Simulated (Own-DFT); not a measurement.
Simulation results for Si$_{12}$O$_{23}$ (quartz with two neutral oxygen vacancies, atoms displaced)

Computed with Own-DFT development build. A calculation, not a measurement: plane-wave PBE and HSE06 DFT by an unreviewed code, no spin, of a simulated cell at Gamma alone, so results move with cell size and shape, stress positive in tension, energies less offsets, not probed for a lower state with spin; oxygen file: force components 24 meV/angstrom off all-electron in a glass; k mesh not checked against a denser one; forces and stress are PBE's, HSE06 gives the energy alone, and its difference from PBE has offsets of its own; offsets are fitted by least squares, one for each functional and potential file, so energies compare only between cells with the same atoms and settings and are not formation energies; the far tail of each file's local potential was reset to the Coulomb form; each entry is a single point on an unrelaxed cell, so the pressure reflects the starting lattice, mostly measured values (interpolated for alloys), from which strain is counted, and rises with the displacements; printed positions are rounded, which can move forces by about a meV/angstrom; the program, named Own-DFT, is a retired in-house code; no spin-orbit coupling.

Settings shared by all entries: first functional PBE; second functional HSE06; exact exchange share 0.25; screening 0.11 1/bohr; exchange divergence Gygi-Baldereschi; potential files PseudoDojo norm-conserving, scalar-relativistic, made for PBE, standard set; wave cutoff 48 hartree; occupations fixed; k mesh 1 x 1 x 1 centred on Gamma.

(1) Si$_{12}$O$_{23}$ (quartz with two neutral oxygen vacancies, atoms displaced)

```
CELL_PARAMETERS angstrom
9.82680 0.00000 0.00000
-4.91340 8.51030 0.00000
0.00000 0.00000 10.81040
ATOMIC_POSITIONS crystal
Si 0.22939 0.99608 0.99202
Si 0.00212 0.22932 0.34082
Si 0.26296 0.27146 0.17109
O 0.20521 0.14144 0.07772
O 0.43134 0.29373 0.22875
O 0.36457 0.08014 0.39334
O 0.07028 0.36661 0.43931
O 0.13430 0.20466 0.26748
O 0.29147 0.42310 0.10745
Si 0.24660 0.01114 0.50284
Si 0.01383 0.24473 0.83794
Si 0.26333 0.26502 0.65989
O 0.21222 0.13032 0.55769
O 0.42649 0.29880 0.72466
O 0.35638 0.07195 0.89632
O 0.13460 0.20087 0.77481
O 0.29160 0.43047 0.61309
Si 0.23881 0.49914 0.99887
Si 0.99946 0.73517 0.33236
Si 0.25971 0.75396 0.16004
O 0.43446 0.80153 0.22386
O 0.37620 0.58426 0.38295
O 0.07938 0.86532 0.44068
O 0.12986 0.70398 0.26758
O 0.30256 0.92225 0.09918
Si 0.23844 0.50615 0.50695
Si 0.00168 0.73692 0.83178
Si 0.26313 0.76868 0.66380
O 0.21037 0.63938 0.55701
O 0.42675 0.79463 0.72259
O 0.37472 0.58649 0.89120
O 0.07030 0.86859 0.93842
O 0.14180 0.71049 0.77191
O 0.29725 0.93079 0.60862
Si 0.73973 0.00759 0.99840
Si 0.50677 0.23848 0.33188
Si 0.76428 0.26844 0.16645
O 0.71858 0.14113 0.05443
O 0.93164 0.29908 0.21689
O 0.86147 0.07047 0.39606
O 0.57323 0.36186 0.44234
O 0.64285 0.20941 0.27758
O 0.80622 0.43029 0.11205
Si 0.74065 0.99792 0.49657
Si 0.50135 0.23933 0.83570
Si 0.76237 0.26033 0.67482
O 0.70852 0.12416 0.55628
O 0.91150 0.28220 0.73478
O 0.85447 0.06103 0.89461
O 0.57098 0.36409 0.93793
O 0.63779 0.19945 0.77373
O 0.79691 0.42961 0.61096
Si 0.73662 0.49198 0.00376
Si 0.49803 0.74396 0.33619
Si 0.76578 0.76466 0.15591
O 0.71649 0.63374 0.06787
O 0.92784 0.79484 0.23341
O 0.86791 0.57416 0.39576
O 0.56749 0.85988 0.44459
O 0.62513 0.69748 0.27836
O 0.80121 0.92396 0.10721
Si 0.73080 0.48791 0.49903
Si 0.50281 0.73249 0.82937
Si 0.76913 0.76559 0.66348
O 0.70457 0.62598 0.56038
O 0.93157 0.79851 0.72395
O 0.85779 0.56604 0.89006
O 0.57466 0.87440 0.93551
O 0.63896 0.69982 0.76327
O 0.78512 0.91027 0.61024
```

```
PBE energy of cell above offsets : -15.233 eV
HSE06 less PBE above offsets     : 0.272 eV
PBE pressure                     : 9.01 GPa
PBE stress xx                    : -6.43 GPa
PBE stress yy                    : -11.1 GPa
PBE stress zz                    : -9.51 GPa
PBE stress yz                    : 2.22 GPa
PBE stress xz                    : 2.86 GPa
PBE stress xy                    : -0.14 GPa
```

Force:
```
element  x (eV/Å)  y (eV/Å)  z (eV/Å)
     Si    -1.146     1.615     7.845
     Si    -1.137     1.378    -4.525
     Si     4.907     1.036     1.511
      O     2.284    -6.628    -6.524
      O    -1.223     0.852    -1.217
      O      1.83     0.597    -1.496
      O     1.267     1.619     1.896
      O    -3.946    -1.173     5.177
      O    -0.504     3.127    -1.243
     Si     0.845    -6.417    -2.737
     Si    -1.897    -0.874     2.049
     Si     0.691    -0.643      2.45
      O    -3.924     4.095     2.078
      O     1.115    -0.459     0.681
      O     3.253     3.551    -4.298
      O     0.703    -0.155    -1.331
      O     0.055     0.263    -0.209
     Si    -2.294     0.774    -0.273
     Si     0.787    -0.287     1.815
     Si     2.118    -0.305    -0.394
      O    -2.059     0.263    -1.332
      O    -4.037    -6.673      4.94
      O     0.725     1.235     0.964
      O     0.548    -0.534    -0.141
      O    -1.654     0.382    -1.482
     Si     0.766    -0.222    -5.077
     Si    -0.438    -1.748    -0.959
     Si     2.759     0.466     0.051
      O    -1.026      0.12    -0.155
      O     0.648    -0.285     0.189
      O    -1.349    -4.443     2.313
      O    -1.547    -1.568    -0.343
      O    -2.784    -0.874     2.451
      O     -0.08     1.268    -0.054
     Si    -1.314    -4.659     3.256
     Si     -0.68    -1.272     0.142
     Si     3.164    -2.432     0.685
      O    -2.124     1.729     1.332
      O     2.183    -1.206     2.716
      O     3.338     1.393     -3.58
      O    -1.173    -1.123     -0.14
      O    -0.795    -0.578     0.454
      O    -1.857     2.406      -1.9
     Si    -2.902    -4.442     4.265
     Si     0.029    -3.419    -3.485
     Si    -0.347     0.581    -7.036
      O     -1.41      3.04     2.493
      O     5.118     1.068     1.884
      O     5.189     4.678    -5.154
      O     0.625     2.224     2.905
      O    -5.874    -1.236     4.295
      O     0.843    -1.921     0.924
     Si    -0.856     1.519     0.018
     Si     3.436      0.57    -4.036
     Si    -0.327     1.047     9.794
      O     0.964    -5.949    -5.231
      O     -2.45     0.669    -2.693
      O     0.167    -0.945    -0.124
      O       0.8     3.267     2.503
      O     1.647     1.581    -2.379
      O    -2.359     3.955    -2.427
     Si     0.864     4.211     1.224
     Si       2.1     5.063    -2.307
     Si     2.958    -5.578    -0.136
      O     0.384     -0.37    -0.366
      O     1.514     0.019     0.719
      O     1.241     1.457    -0.677
      O     0.229    -0.965    -0.209
      O    -3.802    -0.977     3.944
      O     -2.78     7.243    -4.288
```

(2) Si$_{12}$O$_{23}$ (quartz with two neutral oxygen vacancies, atoms displaced)

```
CELL_PARAMETERS angstrom
9.82680 0.00000 0.00000
-4.91340 8.51030 0.00000
0.00000 0.00000 10.81040
ATOMIC_POSITIONS crystal
Si 0.23674 0.99254 0.00118
Si 0.00488 0.23336 0.33427
Si 0.26916 0.26565 0.17101
O 0.20898 0.14045 0.05360
O 0.42891 0.30476 0.23575
O 0.36995 0.08152 0.38840
O 0.07725 0.37638 0.43996
O 0.12672 0.20624 0.27399
O 0.29728 0.43228 0.10071
Si 0.23060 0.99920 0.49721
Si 0.00078 0.23077 0.83449
Si 0.26417 0.26410 0.67449
O 0.19358 0.12471 0.56036
O 0.42850 0.29931 0.73135
O 0.36575 0.07385 0.89393
O 0.06695 0.36255 0.94025
O 0.12653 0.20863 0.77139
O 0.29566 0.42612 0.60433
Si 0.23133 0.49520 0.99688
Si 0.99808 0.74271 0.33465
Si 0.27067 0.76781 0.16232
O 0.19522 0.62950 0.05076
O 0.41694 0.79238 0.22402
O 0.37227 0.57611 0.38657
O 0.07182 0.86480 0.44216
O 0.13546 0.70931 0.26886
O 0.30048 0.92593 0.11175
Si 0.22257 0.49851 0.50342
Si 0.99113 0.72283 0.83331
Si 0.26800 0.76626 0.66886
O 0.20110 0.63107 0.55391
O 0.43291 0.80559 0.71987
O 0.36182 0.57547 0.89971
O 0.07096 0.86733 0.94118
O 0.13037 0.70396 0.77760
O 0.30237 0.93759 0.60861
Si 0.74662 0.00712 0.00901
Si 0.50426 0.23455 0.33080
Si 0.76761 0.26268 0.16452
O 0.71213 0.14332 0.05660
O 0.92204 0.29351 0.22823
O 0.85619 0.07458 0.39848
O 0.56656 0.35694 0.43544
O 0.63467 0.20683 0.27907
O 0.79745 0.42123 0.11126
Si 0.72881 0.99006 0.50578
Si 0.49788 0.22768 0.83832
Si 0.75575 0.25859 0.66615
O 0.70009 0.12206 0.56307
O 0.92803 0.29531 0.73031
O 0.86517 0.07476 0.90072
O 0.56506 0.36080 0.94329
O 0.62992 0.21114 0.78149
O 0.79257 0.44329 0.60189
Si 0.73671 0.50083 0.00436
Si 0.50847 0.74639 0.34483
Si 0.76370 0.76567 0.17478
O 0.72000 0.63048 0.05966
O 0.92379 0.78669 0.23666
O 0.86551 0.58432 0.40507
O 0.58706 0.87933 0.43560
O 0.63509 0.70658 0.28010
O 0.79008 0.93235 0.10242
Si 0.73217 0.49285 0.49438
Si 0.50777 0.74067 0.83297
Si 0.76026 0.76585 0.66571
O 0.70498 0.63829 0.56998
O 0.86566 0.57145 0.89667
O 0.57427 0.86394 0.94143
O 0.79331 0.92909 0.61103
```

```
PBE energy of cell above offsets : -14.132 eV
HSE06 less PBE above offsets     : 0.189 eV
PBE pressure                     : 10.05 GPa
PBE stress xx                    : -10.79 GPa
PBE stress yy                    : -9.55 GPa
PBE stress zz                    : -9.82 GPa
PBE stress yz                    : -0.79 GPa
PBE stress xz                    : -0.69 GPa
PBE stress xy                    : 0.13 GPa
```

Force:
```
element  x (eV/Å)  y (eV/Å)  z (eV/Å)
     Si    -1.502     1.367     0.772
     Si    -6.469     0.951     2.344
     Si    -1.561     1.277    -2.712
      O     1.072    -0.978     0.988
      O     0.095     0.141    -0.973
      O    -1.978    -3.591      1.84
      O    -2.826    -4.757    -3.054
      O      4.61    -0.826    -2.097
      O     1.617    -2.481     2.913
     Si     2.439     1.698     0.734
     Si    -3.852     0.762     1.556
     Si     0.371     0.214    -3.462
      O     -0.24     1.586     1.376
      O     0.451    -0.652     0.342
      O    -0.396    -2.704     0.607
      O     0.032     -0.08     0.269
      O     2.853    -1.242    -0.495
      O    -0.487    -0.143     0.181
     Si    -2.664     0.654     1.412
     Si     6.758    -4.257      2.66
     Si    -3.546    -5.441    -1.119
      O     0.063     1.146     1.264
      O     7.368     0.684     4.193
      O    -1.535     -0.76     2.474
      O    -0.538     0.617     0.752
      O    -2.381      0.02     1.446
      O    -1.922      3.98     -2.46
     Si     7.305     1.323    -0.611
     Si    -1.863     4.185    -1.588
     Si    -2.428     0.205    -1.328
      O      -2.1     3.977     2.879
      O     1.479    -0.366      1.28
      O     2.513     2.312    -3.854
      O    -0.071    -0.928    -0.405
      O      2.06    -0.036    -1.476
      O    -0.249    -1.266     -0.33
     Si    -7.879     1.369    -6.854
     Si     -1.37    -0.276    -1.207
     Si    -1.687    -0.255     2.877
      O     -0.04     -2.35    -1.557
      O     3.427    -0.279     1.903
      O     2.117     1.491    -1.424
      O     0.852     3.745     3.368
      O     2.815    -0.391    -2.225
      O    -1.984      3.14    -1.826
     Si     3.093     5.374     1.402
     Si    -3.352     3.364     0.016
     Si     0.984     2.511     0.786
      O     -1.66     1.882      1.27
      O    -2.346    -0.328    -1.565
      O     1.771     0.621    -2.256
      O     1.147     1.863     1.586
      O     4.623    -0.421    -3.078
      O     4.439    -5.771     5.882
     Si      2.19    -5.958    -1.665
     Si    -2.856    -4.623    -5.859
     Si     0.558     0.067    -3.035
      O    -3.953     5.801     4.147
      O    -5.294     2.551    -5.585
      O       2.3     1.858    -3.651
      O    -3.843    -1.761    -0.035
      O    -0.267     0.384     0.044
      O     6.432    -6.196     8.646
     Si    -6.437     1.375     0.018
     Si     1.203    -1.928    -2.125
     Si     0.674     0.517     7.167
      O     0.583    -4.671    -4.826
      O     -0.21    -2.704      0.73
      O     0.719     2.599      2.14
      O     0.775     0.806     0.472
```
